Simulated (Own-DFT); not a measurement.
## Calculated data, Ti19Si40 (C49 TiSi2 crystal with one vacancy, atoms displaced)

A calculation, not a measurement: plane-wave density functional theory by an unreviewed code, no spin, of a simulated periodic cell, stress positive in tension, run twice, with PBE and with PBEsol, both on files made for PBE, so the change isn't that of files made for PBEsol, forces on such cells moved up to 12 meV/angstrom on a denser k mesh; the far tail of each file's local potential was reset to the Coulomb form; each entry is a single point on an unrelaxed cell, so the pressure reflects the starting lattice, taken from the Materials Project, from which strain is counted, and rises with the displacements; printed positions are rounded, which can move forces by about a meV/angstrom; the program, named Own-DFT, is a retired in-house code; no spin-orbit coupling; stress was not checked against mesh or cutoff. Program: Own-DFT development build.

```json
{"formula": "Ti19Si40", "kind": "C49 TiSi2 crystal with one vacancy, atoms displaced", "structure": {"cell_angstrom": [[5.2953, -6.7593, 3.5652], [7.0604, 0.0, -7.1303], [5.2953, 6.7593, 3.5652]], "atoms_fractional": [["Ti", 0.93855, 0.92421, 0.13816], ["Ti", 0.87508, 0.86637, 0.63198], ["Si", 0.6039, 0.94598, 0.46724], ["Si", 0.1882, 0.87846, 0.30802], ["Si", 0.87875, 0.03837, 0.39138], ["Si", 0.91078, 0.76812, 0.40456], ["Ti", 0.84361, 0.37302, 0.65556], ["Si", 0.60064, 0.42313, 0.48318], ["Si", 0.19918, 0.37754, 0.3156], ["Si", 0.90772, 0.52122, 0.40982], ["Si", 0.90701, 0.2664, 0.39856], ["Ti", 0.74612, 0.72713, 0.95925], ["Ti", 0.63585, 0.68004, 0.44771], ["Si", 0.43128, 0.71599, 0.29811], ["Si", 0.99002, 0.66925, 0.10866], ["Si", 0.68105, 0.82773, 0.18009], ["Si", 0.7081, 0.57106, 0.20885], ["Ti", 0.53353, 0.0293, 0.74865], ["Ti", 0.45718, 0.96796, 0.24688], ["Si", 0.21039, 0.01145, 0.10828], ["Si", 0.78104, 0.97463, 0.91429], ["Si", 0.49831, 0.12045, 0.99954], ["Si", 0.50469, 0.87896, 0.00533], ["Ti", 0.74051, 0.22111, 0.94587], ["Ti", 0.64652, 0.18083, 0.44558], ["Si", 0.40045, 0.20956, 0.2947], ["Si", 0.9952, 0.18213, 0.10203], ["Si", 0.70129, 0.32481, 0.19198], ["Si", 0.7045, 0.08297, 0.21632], ["Ti", 0.54756, 0.52991, 0.74169], ["Ti", 0.46715, 0.47745, 0.22946], ["Si", 0.21073, 0.52381, 0.09226], ["Si", 0.79297, 0.46574, 0.91486], ["Si", 0.49952, 0.62587, 0.00144], ["Si", 0.49741, 0.36682, 0.98675], ["Ti", 0.3376, 0.82626, 0.55081], ["Ti", 0.25472, 0.78234, 0.04337], ["Si", 0.02938, 0.81244, 0.88985], ["Si", 0.57333, 0.77926, 0.69846], ["Si", 0.3111, 0.93822, 0.79892], ["Si", 0.31035, 0.67134, 0.81173], ["Ti", 0.36331, 0.31958, 0.54494], ["Ti", 0.25369, 0.27775, 0.03335], ["Si", 0.01647, 0.33428, 0.88688], ["Si", 0.5975, 0.25578, 0.70975], ["Si", 0.33273, 0.43022, 0.82102], ["Si", 0.31384, 0.17072, 0.80918], ["Ti", 0.15082, 0.63213, 0.34862], ["Ti", 0.05404, 0.5562, 0.85116], ["Si", 0.79797, 0.62203, 0.68658], ["Si", 0.3903, 0.58865, 0.51085], ["Si", 0.07471, 0.73373, 0.5898], ["Si", 0.08431, 0.48774, 0.59119], ["Ti", 0.15765, 0.12627, 0.35442], ["Ti", 0.05602, 0.07851, 0.84758], ["Si", 0.8032, 0.13971, 0.67836], ["Si", 0.39094, 0.0787, 0.50173], ["Si", 0.10616, 0.22015, 0.60082], ["Si", 0.10631, 0.98141, 0.60052]]}, "settings": {"functional": "PBE, then PBEsol", "potential_files": "PseudoDojo norm-conserving, scalar-relativistic, standard set", "wave_cutoff [hartree]": 42.0, "occupations": "cold (Marzari-Vanderbilt)", "smearing_width [eV]": 0.2, "k_mesh": "4 x 4 x 4 centred on Gamma"}, "results": {"PBE_pressure [GPa]": 5.81, "PBE_stress_xx [GPa]": -6.67, "PBE_stress_yy [GPa]": -3.98, "PBE_stress_zz [GPa]": -6.78, "PBE_stress_yz [GPa]": 0.62, "PBE_stress_xz [GPa]": -1.63, "PBE_stress_xy [GPa]": 0.1, "PBEsol_pressure [GPa]": 2.59, "PBEsol_stress_xx [GPa]": -3.35, "PBEsol_stress_yy [GPa]": -0.55, "PBEsol_stress_zz [GPa]": -3.87, "PBEsol_stress_yz [GPa]": 0.59, "PBEsol_stress_xz [GPa]": -1.65, "PBEsol_stress_xy [GPa]": 0.11, "force_element": ["Ti", "Ti", "Si", "Si", "Si", "Si", "Ti", "Si", "Si", "Si", "Si", "Ti", "Ti", "Si", "Si", "Si", "Si", "Ti", "Ti", "Si", "Si", "Si", "Si", "Ti", "Ti", "Si", "Si", "Si", "Si", "Ti", "Ti", "Si", "Si", "Si", "Si", "Ti", "Ti", "Si", "Si", "Si", "Si", "Ti", "Ti", "Si", "Si", "Si", "Si", "Ti", "Ti", "Si", "Si", "Si", "Si", "Ti", "Ti", "Si", "Si", "Si", "Si"], "PBE_force_x [eV/angstrom]": [1.429, 0.494, 0.334, -0.28, 1.05, -2.0, 0.19, 0.983, -0.871, -1.844, 0.847, -1.267, 2.193, -2.25, -0.479, 2.627, 0.196, 0.499, -0.593, 0.033, -0.586, 0.934, -2.116, 1.146, 0.257, 0.876, 0.292, 0.464, -2.993, 0.244, -0.461, 0.117, 0.825, 0.427, 3.265, 0.614, 0.371, -0.725, 1.269, -1.989, -0.571, 0.508, 0.651, -1.859, 0.672, -4.493, -0.605, -0.589, 1.9, 0.775, -1.495, 2.218, 1.162, -1.287, -0.499, -0.39, -0.04, 0.867, -0.445], "PBE_force_y [eV/angstrom]": [0.314, 5.046, 0.414, 0.862, -0.916, -0.363, -1.688, 0.355, 0.047, -0.211, -0.229, -1.23, -2.005, 0.307, 0.212, 0.08, -0.917, -1.883, 0.45, -1.167, -1.332, 0.124, -0.186, 0.042, -0.387, -1.789, 0.305, -0.449, -1.014, 0.006, 2.26, 0.353, 0.443, -0.627, -0.058, -0.219, 0.104, 0.618, -0.634, 1.266, -0.175, 1.62, 1.252, 0.533, 1.081, 0.379, 0.253, 0.258, -0.756, 0.23, 0.518, -2.44, -0.34, 0.659, 0.038, -1.194, 1.428, 0.166, 0.189], "PBE_force_z [eV/angstrom]": [0.658, -2.857, 3.538, 1.435, 3.189, -2.49, -0.619, 0.004, -0.737, -1.262, -1.291, -0.015, 1.766, -3.307, 0.386, 2.324, -0.179, 1.918, -1.162, -3.191, -0.302, 0.224, -1.023, 0.847, -0.224, -2.475, 0.136, -0.188, -1.365, 1.129, 0.787, 0.003, -0.553, 0.089, 2.838, -0.453, 1.819, -1.812, 0.483, 0.456, -1.6, -0.763, 1.314, 1.602, -3.541, -3.518, -2.106, 0.607, -2.589, 0.021, 1.355, 3.911, 2.376, -1.02, 0.315, 3.833, 1.552, -0.617, 0.344], "PBEsol_force_x [eV/angstrom]": [1.42, 0.478, 0.322, -0.273, 1.062, -2.005, 0.195, 0.963, -0.836, -1.839, 0.855, -1.242, 2.162, -2.226, -0.455, 2.656, 0.179, 0.507, -0.592, 0.033, -0.569, 0.95, -2.144, 1.12, 0.247, 0.861, 0.26, 0.434, -3.035, 0.237, -0.443, 0.129, 0.79, 0.442, 3.299, 0.617, 0.371, -0.711, 1.238, -1.992, -0.579, 0.486, 0.648, -1.848, 0.655, -4.542, -0.594, -0.582, 1.886, 0.757, -1.459, 2.259, 1.199, -1.26, -0.485, -0.376, -0.031, 0.881, -0.48], "PBEsol_force_y [eV/angstrom]": [0.287, 4.997, 0.365, 0.918, -0.894, -0.36, -1.663, 0.328, 0.094, -0.19, -0.208, -1.21, -1.961, 0.26, 0.263, 0.078, -0.88, -1.857, 0.46, -1.24, -1.297, 0.123, -0.179, 0.027, -0.379, -1.841, 0.334, -0.412, -1.003, 0.002, 2.254, 0.267, 0.468, -0.615, -0.055, -0.257, 0.115, 0.582, -0.597, 1.249, -0.176, 1.557, 1.216, 0.438, 1.143, 0.384, 0.251, 0.266, -0.75, 0.192, 0.57, -2.415, -0.328, 0.627, 0.044, -1.25, 1.507, 0.164, 0.187], "PBEsol_force_z [eV/angstrom]": [0.654, -2.837, 3.529, 1.477, 3.245, -2.527, -0.609, 0.013, -0.713, -1.268, -1.276, -0.034, 1.752, -3.312, 0.355, 2.342, -0.219, 1.88, -1.155, -3.197, -0.292, 0.238, -1.038, 0.835, -0.212, -2.467, 0.157, -0.21, -1.386, 1.112, 0.784, 0.001, -0.575, 0.122, 2.871, -0.446, 1.809, -1.816, 0.468, 0.473, -1.642, -0.731, 1.303, 1.589, -3.55, -3.547, -2.124, 0.602, -2.583, 0.025, 1.351, 3.908, 2.415, -0.985, 0.315, 3.836, 1.554, -0.615, 0.349], "rms_change_of_force_components_from_PBE_to_PBEsol [eV/angstrom]": 0.028}}
```
